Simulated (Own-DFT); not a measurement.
# What a defect does to the pressure of its cell: C11b WSi2

Source: density functional calculations with Own-DFT, an unreviewed in-house program that is no longer used. Nothing was measured or relaxed, and spin and spin-orbit coupling are left out.

Common settings: PBEsol; PseudoDojo norm-conserving scalar-relativistic files, made for PBE; cutoff 50 hartree; 5 x 5 x 5 k mesh centred on Gamma; cold (Marzari-Vanderbilt) smearing of 0.2 eV.

Keep in mind: forces on such cells failed a check on a denser k mesh; stress not checked against mesh or cutoff.

All runs share one cell, with vectors in Å (-2.148, -5.953, 3.409); (-6.444, 2.976, 1.136); (-2.553, -2.948, -6.757) and a volume of 403.2 Å³. u is the rms random offset of the atoms per axis. The defect's site can differ from row to row.

| cell | formula | u (Å) | P (GPa) |
|---|---|---|---|
| no defect | Si20W10 | 0.0189 | 0.40 |
| no defect | Si20W10 | 0.0500 | 2.05 |
| no defect | Si20W10 | 0.0505 | 1.72 |
| one Si vacancy | Si19W10 | 0.0295 | -0.86 |
| one Si vacancy | Si19W10 | 0.0304 | -0.88 |
| one Si vacancy | Si19W10 | 0.0514 | 0.42 |
| one W vacancy | Si20W9 | 0.0297 | -0.26 |
| one W vacancy | Si20W9 | 0.0341 | 0.05 |
| one W vacancy | Si20W9 | 0.0533 | 0.88 |
| one W on a Si site | Si19W11 | 0.0310 | ? |
| one W on a Si site | Si19W11 | 0.0319 | 5.59 |
| one W on a Si site | Si19W11 | 0.0432 | 6.13 |
| one W on a Si site | Si19W11 | 0.0542 | 7.07 |
| one Si on a W site | Si21W9 | 0.0265 | 2.22 |
| one Si on a W site | Si21W9 | 0.0526 | 3.54 |
| one Si on a W site | Si21W9 | 0.0540 | 3.16 |

## Analysis

P = P0 + c u² + a shift for each defect gives P0 = 0.23 GPa, c = 640 ± 53 GPa/Å² and a scatter of 0.19 GPa. The shifts, and each times the cell's volume:

- one W on a Si site: 4.79 ± 0.15 GPa, 12.0 eV
- one Si on a W site: 1.38 ± 0.15 GPa, 3.5 eV
- one W vacancy: -1.05 ± 0.15 GPa, -2.7 eV
- one Si vacancy: -1.62 ± 0.15 GPa, -4.1 eV

A positive shift means that the defect pushes the cell outwards. Shift times volume (160.2 GPa Å³ is 1 eV) depends little on the cell's size, so, taken for each site, it can be compared between cells at like pressure. The atoms around the defects weren't relaxed, which would change these numbers.

## Check

Q: what pressure belongs in the blank (one W on a Si site, u = 0.0310 Å)?

The fit gives 5.64 ± 0.22 GPa. The hidden result is 5.45 GPa.
